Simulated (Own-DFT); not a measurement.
Simulation results for GaN (wurtzite, atoms displaced)

All values are calculated (Own-DFT development build). A calculation, not a measurement: plane-wave PBE density functional theory by an unreviewed code, no spin, of a simulated periodic cell, stress positive in tension, free energy of the whole cell less one offset for each atom, forces on such cells passed a denser k mesh, this cell's mesh not checked; offsets are fitted by least squares, one for each functional and potential file, so energies compare only between cells with the same atoms and settings and are not formation energies; the far tail of each file's local potential was reset to the Coulomb form; each entry is a single point on an unrelaxed cell, so the pressure reflects the starting lattice, mostly measured values (interpolated for alloys), from which strain is counted, and rises with the displacements; printed positions are rounded, which can move forces by about a meV/angstrom; the program, named Own-DFT, is a retired in-house code; no spin-orbit coupling.

Common to all runs: functional PBE; potential files PseudoDojo norm-conserving, scalar-relativistic, standard set with the stringent files for Ga; wave cutoff 96 hartree; occupations Gaussian; smearing width 0.01 eV; k mesh 3 x 4 x 3 centred on Gamma.

(1) 
```cif
# cell vector a (Å): 12.7560 0.0000 0.0000
# cell vector b (Å): -4.7835 8.2853 0.0000
# cell vector c (Å): 0.0000 0.0000 10.3700
data_GaN
_symmetry_space_group_name_H-M 'P 1'
_symmetry_Int_Tables_number 1
_cell_length_a 12.7560
_cell_length_b 9.5670
_cell_length_c 10.3700
_cell_angle_alpha 90.000
_cell_angle_beta 90.000
_cell_angle_gamma 120.000
_cell_volume 1095.98
loop_
_atom_site_label
_atom_site_type_symbol
_atom_site_fract_x
_atom_site_fract_y
_atom_site_fract_z
_atom_site_occupancy
Ga1 Ga 0.08437 0.22408 0.99988 1
Ga2 Ga 0.16913 0.11147 0.25107 1
N1 N 0.08099 0.22032 0.18834 1
N2 N 0.16834 0.11271 0.43773 1
Ga3 Ga 0.08555 0.22575 0.49843 1
Ga4 Ga 0.16495 0.10871 0.75177 1
N3 N 0.08237 0.22330 0.68953 1
N4 N 0.16630 0.10906 0.94203 1
Ga5 Ga 0.08139 0.55856 0.00231 1
Ga6 Ga 0.16674 0.44556 0.25179 1
N5 N 0.08279 0.55667 0.18846 1
N6 N 0.16669 0.44819 0.44213 1
Ga7 Ga 0.08007 0.55513 0.50027 1
Ga8 Ga 0.16918 0.44439 0.74708 1
N7 N 0.08047 0.55343 0.68662 1
N8 N 0.16494 0.44224 0.94238 1
Ga9 Ga 0.08303 0.88692 0.00152 1
Ga10 Ga 0.16719 0.77592 0.25307 1
N9 N 0.07975 0.88751 0.18887 1
N10 N 0.16756 0.77572 0.43803 1
Ga11 Ga 0.08255 0.88419 0.50156 1
Ga12 Ga 0.16666 0.78043 0.74848 1
N11 N 0.08287 0.88793 0.68877 1
N12 N 0.16632 0.77491 0.94237 1
Ga13 Ga 0.33131 0.21953 0.99842 1
Ga14 Ga 0.41565 0.11523 0.25124 1
N13 N 0.33473 0.22175 0.19167 1
N14 N 0.41888 0.11494 0.44102 1
Ga15 Ga 0.33171 0.22079 0.49807 1
Ga16 Ga 0.42074 0.11260 0.75067 1
N15 N 0.33041 0.22451 0.68775 1
N16 N 0.41649 0.11256 0.94342 1
Ga17 Ga 0.33007 0.55427 0.00307 1
Ga18 Ga 0.41719 0.44307 0.24949 1
N17 N 0.33502 0.55547 0.18722 1
N18 N 0.41853 0.44385 0.43604 1
Ga19 Ga 0.33574 0.55888 0.49863 1
Ga20 Ga 0.42092 0.44776 0.74901 1
N19 N 0.32851 0.55331 0.69104 1
N20 N 0.41580 0.44115 0.93879 1
Ga21 Ga 0.33420 0.88936 0.99883 1
Ga22 Ga 0.41354 0.77712 0.25032 1
N21 N 0.33270 0.88821 0.18670 1
N22 N 0.41965 0.77985 0.43880 1
Ga23 Ga 0.33866 0.89315 0.50069 1
Ga24 Ga 0.41717 0.77869 0.74991 1
N23 N 0.33656 0.88953 0.69073 1
N24 N 0.41927 0.77546 0.93936 1
Ga25 Ga 0.58264 0.22318 0.99805 1
Ga26 Ga 0.66601 0.11083 0.25259 1
N25 N 0.58460 0.22061 0.18683 1
N26 N 0.66706 0.11117 0.44065 1
Ga27 Ga 0.58624 0.22727 0.49949 1
Ga28 Ga 0.66434 0.10883 0.74915 1
N27 N 0.58590 0.22509 0.68974 1
N28 N 0.66556 0.11214 0.94046 1
Ga29 Ga 0.58446 0.55601 0.99895 1
Ga30 Ga 0.66752 0.44633 0.25008 1
N29 N 0.58290 0.55846 0.19149 1
N30 N 0.66799 0.44591 0.43779 1
Ga31 Ga 0.58449 0.55543 0.50059 1
Ga32 Ga 0.66952 0.44679 0.74990 1
N31 N 0.58232 0.56032 0.68813 1
N32 N 0.66468 0.44552 0.94061 1
Ga33 Ga 0.58330 0.89096 0.00093 1
Ga34 Ga 0.66591 0.77743 0.24919 1
N33 N 0.58381 0.88894 0.18836 1
N34 N 0.66958 0.78006 0.44120 1
Ga35 Ga 0.58640 0.89001 0.50002 1
Ga36 Ga 0.66852 0.77792 0.75257 1
N35 N 0.58330 0.88954 0.68932 1
N36 N 0.66316 0.77461 0.94009 1
Ga37 Ga 0.83189 0.22311 0.00128 1
Ga38 Ga 0.91673 0.11246 0.24793 1
N37 N 0.83426 0.22527 0.18829 1
N38 N 0.91354 0.10870 0.43994 1
Ga39 Ga 0.83268 0.22090 0.50162 1
Ga40 Ga 0.91538 0.10880 0.74835 1
N39 N 0.83292 0.22443 0.68759 1
N40 N 0.91676 0.11092 0.93913 1
Ga41 Ga 0.83348 0.55492 0.00073 1
Ga42 Ga 0.91663 0.44627 0.24988 1
N41 N 0.83164 0.55666 0.18886 1
N42 N 0.91645 0.44212 0.43844 1
Ga43 Ga 0.83460 0.55340 0.49739 1
Ga44 Ga 0.91742 0.44607 0.74874 1
N43 N 0.83407 0.56149 0.68762 1
N44 N 0.91778 0.44093 0.93833 1
Ga45 Ga 0.83245 0.89098 0.99830 1
Ga46 Ga 0.91761 0.78246 0.25251 1
N45 N 0.83316 0.88599 0.18796 1
N46 N 0.91634 0.77692 0.43640 1
Ga47 Ga 0.83127 0.88308 0.49602 1
Ga48 Ga 0.91453 0.77886 0.74893 1
N47 N 0.83365 0.88624 0.68911 1
N48 N 0.91789 0.78006 0.93747 1
_calc_free_energy_of_cell_above_offsets '-10.389'  # eV
_calc_pressure 5.41  # GPa
_calc_stress_xx -5.46  # GPa
_calc_stress_yy -5.59  # GPa
_calc_stress_zz -5.17  # GPa
_calc_stress_yz 0.17  # GPa
_calc_stress_xz 0.05  # GPa
_calc_stress_xy -0.43  # GPa
```

Force:
```tsv
element	x (eV/Å)	y (eV/Å)	z (eV/Å)
Ga	-0.187	-0.42	0.137
Ga	-0.683	-0.211	-0.32
N	0.639	0.421	0.289
N	-0.386	-0.583	0.204
Ga	-0.374	-0.567	0.278
Ga	-0.071	0.461	-0.028
N	0.239	-0.425	-0.245
N	-0.198	-0.073	-0.438
Ga	0.694	-0.749	-0.246
Ga	0.033	-0.251	-0.207
N	0.121	-0.126	0.395
N	0.302	-0.073	-0.575
Ga	0.508	0.045	0.104
Ga	-1.223	-0.277	0.966
N	0.469	0.581	0.361
N	-0.217	0.582	-0.705
Ga	-0.177	0.06	0.052
Ga	-0.434	0.408	-0.676
N	0.949	0.202	0.257
N	0.116	0.461	0.529
Ga	-0.083	0.654	-0.379
Ga	0.407	-0.609	0.47
N	-0.152	0.089	-0.063
N	-0.061	0.63	-0.901
Ga	0.055	0.474	0.435
Ga	1.141	-0.657	-0.111
N	-0.56	0.198	-0.733
N	0.103	-0.245	-0.264
Ga	0.143	0.42	0.581
Ga	-1.005	0.255	0.119
N	0.9	-0.327	0.148
N	0.168	-0.355	-0.952
Ga	0.613	-0.109	-0.742
Ga	-0.114	0.319	-0.075
N	-0.446	-0.136	0.769
N	-0.339	0.209	0.509
Ga	0.015	-0.419	0.413
Ga	-1.087	-0.506	0.404
N	1.444	0.811	-0.751
N	-0.131	0.361	0.069
Ga	0.234	-0.304	0.093
Ga	0.676	0.199	-0.228
N	-0.171	0.329	0.482
N	-0.102	0.021	-0.048
Ga	-0.418	-0.322	0.064
Ga	0.305	-0.573	0.377
N	-0.658	0.238	-0.267
N	-0.778	0.217	-0.13
Ga	0.142	0.026	0.55
Ga	0.207	-0.002	-0.341
N	-0.565	0.358	0.422
N	-0.224	0.159	-0.131
Ga	0.013	-0.431	0.165
Ga	0.534	0.37	0.369
N	-0.21	0.106	-0.234
N	0.137	-0.047	-0.552
Ga	-0.777	-0.207	0.641
Ga	-0.261	-0.334	-0.325
N	0.387	-0.514	-0.536
N	0.041	0.084	0.148
Ga	-0.234	0.174	-0.192
Ga	-0.495	0.178	0.185
N	0.957	-0.406	-0.07
N	0.748	-0.057	-0.562
Ga	0.131	-0.187	0.106
Ga	0.102	0.316	0.229
N	-0.294	0.043	0.347
N	-0.617	-0.664	-0.621
Ga	-0.149	-0.032	0.209
Ga	-0.435	0.31	-0.134
N	0.261	-0.245	-0.128
N	0.382	0.632	-0.174
Ga	0.355	-0.303	-0.166
Ga	-0.19	-0.364	0.379
N	-0.165	-0.292	0.22
N	0.63	0.158	-0.284
Ga	0.155	-0.039	-0.168
Ga	-0.114	0.397	0.207
N	-0.037	-0.364	0.373
N	-0.287	0.141	-0.241
Ga	0.016	0.204	-0.161
Ga	-0.118	-0.06	-0.074
N	0.465	0.197	0.062
N	-0.218	0.039	-0.171
Ga	-0.274	0.28	0.289
Ga	-0.257	-0.12	0.285
N	0.335	-0.738	-0.208
N	-0.765	0.562	-0.131
Ga	0.265	-0.376	0.284
Ga	0.026	-0.604	-0.674
N	-0.545	0.529	-0.027
N	0.38	-0.157	0.602
Ga	0.387	0.923	0.76
Ga	0.693	0.045	0.49
N	-0.565	0.41	-0.496
N	-0.172	-0.424	0.059
```

(2) 
```cif
# cell vector a (Å): 12.7560 0.0000 0.0000
# cell vector b (Å): -4.7835 8.2853 0.0000
# cell vector c (Å): 0.0000 0.0000 10.3700
data_GaN
_symmetry_space_group_name_H-M 'P 1'
_symmetry_Int_Tables_number 1
_cell_length_a 12.7560
_cell_length_b 9.5670
_cell_length_c 10.3700
_cell_angle_alpha 90.000
_cell_angle_beta 90.000
_cell_angle_gamma 120.000
_cell_volume 1095.98
loop_
_atom_site_label
_atom_site_type_symbol
_atom_site_fract_x
_atom_site_fract_y
_atom_site_fract_z
_atom_site_occupancy
Ga1 Ga 0.08278 0.22116 0.99761 1
Ga2 Ga 0.16724 0.10901 0.24670 1
N1 N 0.08349 0.22431 0.18749 1
N2 N 0.16663 0.11150 0.43752 1
Ga3 Ga 0.08225 0.22219 0.49959 1
Ga4 Ga 0.16725 0.11141 0.75049 1
N3 N 0.08221 0.22163 0.68980 1
N4 N 0.16677 0.11215 0.94013 1
Ga5 Ga 0.07981 0.55677 0.00017 1
Ga6 Ga 0.16678 0.44712 0.24927 1
N5 N 0.08454 0.55594 0.19048 1
N6 N 0.16850 0.44393 0.43823 1
Ga7 Ga 0.08310 0.55252 0.49920 1
Ga8 Ga 0.16728 0.44626 0.75118 1
N7 N 0.08514 0.55376 0.68575 1
N8 N 0.16588 0.44515 0.93531 1
Ga9 Ga 0.08343 0.88720 0.00063 1
Ga10 Ga 0.16618 0.77623 0.24742 1
N9 N 0.08169 0.88901 0.18790 1
N10 N 0.16438 0.77312 0.43789 1
Ga11 Ga 0.08370 0.88801 0.49995 1
Ga12 Ga 0.16389 0.77665 0.75155 1
N11 N 0.08310 0.88779 0.68805 1
N12 N 0.16639 0.77625 0.94303 1
Ga13 Ga 0.33333 0.22185 0.99827 1
Ga14 Ga 0.41480 0.10814 0.25023 1
N13 N 0.33276 0.22384 0.18743 1
N14 N 0.41312 0.10985 0.43955 1
Ga15 Ga 0.33353 0.22085 0.50196 1
Ga16 Ga 0.41630 0.11315 0.75226 1
N15 N 0.33150 0.22332 0.68848 1
N16 N 0.41387 0.11199 0.93976 1
Ga17 Ga 0.33375 0.55643 0.00049 1
Ga18 Ga 0.41489 0.44375 0.24709 1
N17 N 0.33078 0.54920 0.19029 1
N18 N 0.41550 0.44294 0.43704 1
Ga19 Ga 0.33362 0.55719 0.49959 1
Ga20 Ga 0.41847 0.44843 0.75164 1
N19 N 0.33399 0.55468 0.68980 1
N20 N 0.41673 0.44278 0.93882 1
Ga21 Ga 0.33246 0.88873 0.99712 1
Ga22 Ga 0.41909 0.78345 0.25206 1
N21 N 0.33252 0.88734 0.18408 1
N22 N 0.41794 0.78356 0.44048 1
Ga23 Ga 0.33336 0.88808 0.50148 1
Ga24 Ga 0.41562 0.78000 0.75043 1
N23 N 0.33482 0.89026 0.68685 1
N24 N 0.41531 0.77886 0.93924 1
Ga25 Ga 0.58215 0.22301 0.00030 1
Ga26 Ga 0.66828 0.11180 0.24830 1
N25 N 0.58200 0.22127 0.18826 1
N26 N 0.66428 0.10628 0.44197 1
Ga27 Ga 0.58138 0.22049 0.50058 1
Ga28 Ga 0.66574 0.10988 0.74952 1
N27 N 0.58271 0.22194 0.68757 1
N28 N 0.66581 0.11338 0.93949 1
Ga29 Ga 0.57965 0.55368 0.99887 1
Ga30 Ga 0.66615 0.44033 0.24743 1
N29 N 0.58410 0.55350 0.18770 1
N30 N 0.66585 0.44359 0.44060 1
Ga31 Ga 0.58316 0.55967 0.49608 1
Ga32 Ga 0.66587 0.44484 0.74971 1
N31 N 0.58883 0.55716 0.69058 1
N32 N 0.66705 0.44890 0.93779 1
Ga33 Ga 0.58480 0.89353 0.99710 1
Ga34 Ga 0.66408 0.77462 0.25400 1
N33 N 0.58248 0.88778 0.18759 1
N34 N 0.66529 0.77850 0.44254 1
Ga35 Ga 0.58017 0.88692 0.49654 1
Ga36 Ga 0.66680 0.77875 0.74900 1
N35 N 0.58192 0.89113 0.69176 1
N36 N 0.66337 0.77485 0.94029 1
Ga37 Ga 0.83864 0.22844 0.99905 1
Ga38 Ga 0.91677 0.11604 0.25090 1
N37 N 0.83120 0.21606 0.19225 1
N38 N 0.91793 0.11407 0.43759 1
Ga39 Ga 0.83198 0.22305 0.49949 1
Ga40 Ga 0.91697 0.11099 0.74938 1
N39 N 0.83518 0.22130 0.68611 1
N40 N 0.91615 0.11026 0.93686 1
Ga41 Ga 0.83422 0.55484 0.00006 1
Ga42 Ga 0.91494 0.44359 0.25154 1
N41 N 0.83327 0.55300 0.18652 1
N42 N 0.91718 0.44473 0.43461 1
Ga43 Ga 0.83544 0.55646 0.50311 1
Ga44 Ga 0.91514 0.44074 0.74917 1
N43 N 0.83407 0.55735 0.69022 1
N44 N 0.91770 0.44525 0.94092 1
Ga45 Ga 0.83292 0.88861 0.99850 1
Ga46 Ga 0.91575 0.77726 0.24911 1
N45 N 0.83211 0.88866 0.18613 1
N46 N 0.91718 0.77786 0.43661 1
Ga47 Ga 0.83220 0.88750 0.49600 1
Ga48 Ga 0.91644 0.77641 0.75105 1
N47 N 0.83319 0.88608 0.68597 1
N48 N 0.91519 0.77697 0.93619 1
_calc_free_energy_of_cell_above_offsets '-10.440'  # eV
_calc_pressure 5.38  # GPa
_calc_stress_xx -5.56  # GPa
_calc_stress_yy -5.19  # GPa
_calc_stress_zz -5.38  # GPa
_calc_stress_yz 0.13  # GPa
_calc_stress_xz -0.11  # GPa
_calc_stress_xy 0.33  # GPa
```

Force:
```tsv
element	x (eV/Å)	y (eV/Å)	z (eV/Å)
Ga	-0.06	0.355	0.373
Ga	-0.546	0.512	0.477
N	-0.014	-0.2	-0.08
N	0.044	-0.192	0.016
Ga	0.467	-0.044	0.155
Ga	-0.376	-0.058	-0.013
N	0.286	0.135	-0.205
N	0.117	-0.43	-0.321
Ga	1.254	-0.27	0.395
Ga	0.254	-0.622	0.205
N	-0.672	-0.243	-0.515
N	-0.324	0.106	-0.013
Ga	0.08	0.075	-0.182
Ga	0.243	-0.388	-0.398
N	-0.735	0.223	0.504
N	-0.093	0.124	0.803
Ga	-0.512	0.328	-0.133
Ga	-0.125	0.3	0.431
N	0.347	-0.352	-0.053
N	0.267	0.452	-0.114
Ga	-0.003	0.206	-0.245
Ga	0.565	-0.045	-0.235
N	-0.052	0.112	0.184
N	-0.316	0.15	-0.868
Ga	-0.453	0.149	0.486
Ga	-0.261	0.285	-0.051
N	0.456	-0.491	-0.132
N	0.603	-0.139	-0.29
Ga	-0.594	0.303	-0.307
Ga	-0.001	-0.062	-0.435
N	0.505	0.167	0.32
N	0.648	-0.2	-0.263
Ga	-0.259	-0.151	0.066
Ga	0.535	-0.106	0.491
N	-0.098	1.395	-0.368
N	0.039	0.337	0.145
Ga	0.219	-0.233	0.119
Ga	0.363	-0.242	-0.4
N	-0.133	0.462	-0.26
N	-0.543	0.122	-0.066
Ga	0.197	0.092	0.297
Ga	-0.207	-0.854	-0.519
N	-0.019	0.137	0.584
N	-0.131	-0.915	-0.467
Ga	-0.761	0.118	-0.189
Ga	0.25	-0.367	0.075
N	-0.69	-0.023	0.673
N	0.299	-0.043	-0.133
Ga	-0.028	0.303	-0.179
Ga	-0.604	-0.478	0.492
N	0.166	-0.38	0.047
N	-0.068	0.713	-0.74
Ga	-0.035	0.104	-0.171
Ga	0.055	0.432	0.044
N	-0.015	0.054	0.378
N	0.498	0.46	-0.171
Ga	0.592	0.396	0.329
Ga	-0.182	0.468	0.625
N	-0.34	0.055	0.222
N	0.248	0.161	-0.43
Ga	0.27	-1.076	0.79
Ga	0.489	-0.235	0.106
N	-1.317	0.029	-0.711
N	0.27	-0.64	0.183
Ga	-0.004	-0.596	0.366
Ga	0.306	0.23	-0.862
N	0.136	0.141	0.151
N	0.022	0.176	-0.677
Ga	0.408	0.384	1.23
Ga	0.012	0.068	0.26
N	0.364	-0.493	-0.682
N	0.169	0.526	-0.435
Ga	-0.516	-1.177	0.468
Ga	0.992	-0.899	-0.161
N	-0.257	1.269	-0.969
N	-0.354	-0.396	0.183
Ga	0.199	-0.18	-0.199
Ga	0.131	-0.439	-0.24
N	-0.605	0.009	0.395
N	-0.153	0.112	0.095
Ga	-0.656	0.203	-0.166
Ga	0.361	-0.053	-0.534
N	-0.078	0.165	0.198
N	-0.192	-0.126	0.93
Ga	-0.411	-0.106	-0.482
Ga	0.229	0.447	-0.044
N	0.365	-0.568	-0.045
N	-0.325	0.047	-0.746
Ga	-0.35	-0.228	0.175
Ga	-0.217	0.002	-0.118
N	-0.043	0.052	0.603
N	-0.124	-0.156	0.175
Ga	0.367	0.458	0.494
Ga	-0.14	0.344	-0.336
N	-0.121	0.394	0.108
N	0.426	0.047	0.511
```
